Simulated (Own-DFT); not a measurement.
# Energy and forces against displacement in beta-Si3N4, 42 atoms (N24Si18)

These are calculations, not measurements. They come from Own-DFT, an in-house plane-wave density functional program, since retired, whose code no person has reviewed. Each row is one single-point run on a periodic cell that was not relaxed, without spin or spin-orbit coupling.

Settings of every run: PBEsol; PseudoDojo norm-conserving scalar-relativistic files, made for PBE; cutoff 42 hartree; 3 x 3 x 3 k mesh centred on Gamma; Fermi-Dirac smearing of 0.1 eV.

Known limits, some of them of some rows only: some atoms lie very close together; forces on such cells passed a denser k mesh, each cell not checked; stress not checked against mesh or cutoff.

Cell vectors in Å: (7.606, 0.000, 0.000); (-3.803, 6.587, 0.000); (0.000, 0.000, 8.727). In each run every atom was moved at random and independently from its ideal site; u is the rms move along one axis. E is the free energy for each atom above the fitted value at u = 0, and F the rms of the force components.

```
run   u (Å)  E (meV/atom)  F (eV/Å)  largest force (eV/Å)  P (GPa)
  1  0.0176          12.1     0.782                  3.28     2.97
  2  0.0189             ?         ?                     ?        ?
  3  0.0198          18.1     0.889                  3.50     3.13
  4  0.0455          85.6     1.705                  5.49     4.93
  5  0.0501         117.0     2.079                  7.43     5.44
  6  0.0545         117.0     1.910                  8.51     6.01
  7  0.0872         305.0     3.410                 14.96    11.45
  8  0.0921         394.0     3.922                 15.18    13.37
  9  0.0967         386.4     3.758                 14.98    13.32
 10  0.1599        1228.3     9.101                 40.83    35.88
```

## Worked fit

For small independent moves the energy grows as E = (3/2) K u², with K the mean stiffness felt by one atom. The runs with u up to 0.11 Å give K = 28.4 ± 0.9 eV/Å², with residuals divided by u² + 0.0006 Å², since the noise grows with the moves. The scatter is 8.1 meV/atom at u = 0.05 Å. The forces follow F² = F0² + G² u², fitted to F/u, with G = 38.7 eV/Å² and F0 = 0.40 eV/Å. F0 is the force that atoms already bear on their ideal sites. G exceeds K because the moves of its neighbours add to the force on an atom, and stiffness differs between atoms. At u = 0.160 Å the parabola gives 1088 meV/atom and the run 1228. The pressure follows P = 2.54 + 1196 u² GPa: at fixed volume, shortened bonds push harder than stretched ones pull.

## Withheld run

Question: what energy and rms force should run 2 give?

The fit gives 15 ± 3 meV/atom and about 0.83 eV/Å. The calculation gave 10.1 meV/atom and 0.693 eV/Å. This run lies off the fit, by chance or by something that the fit leaves out.
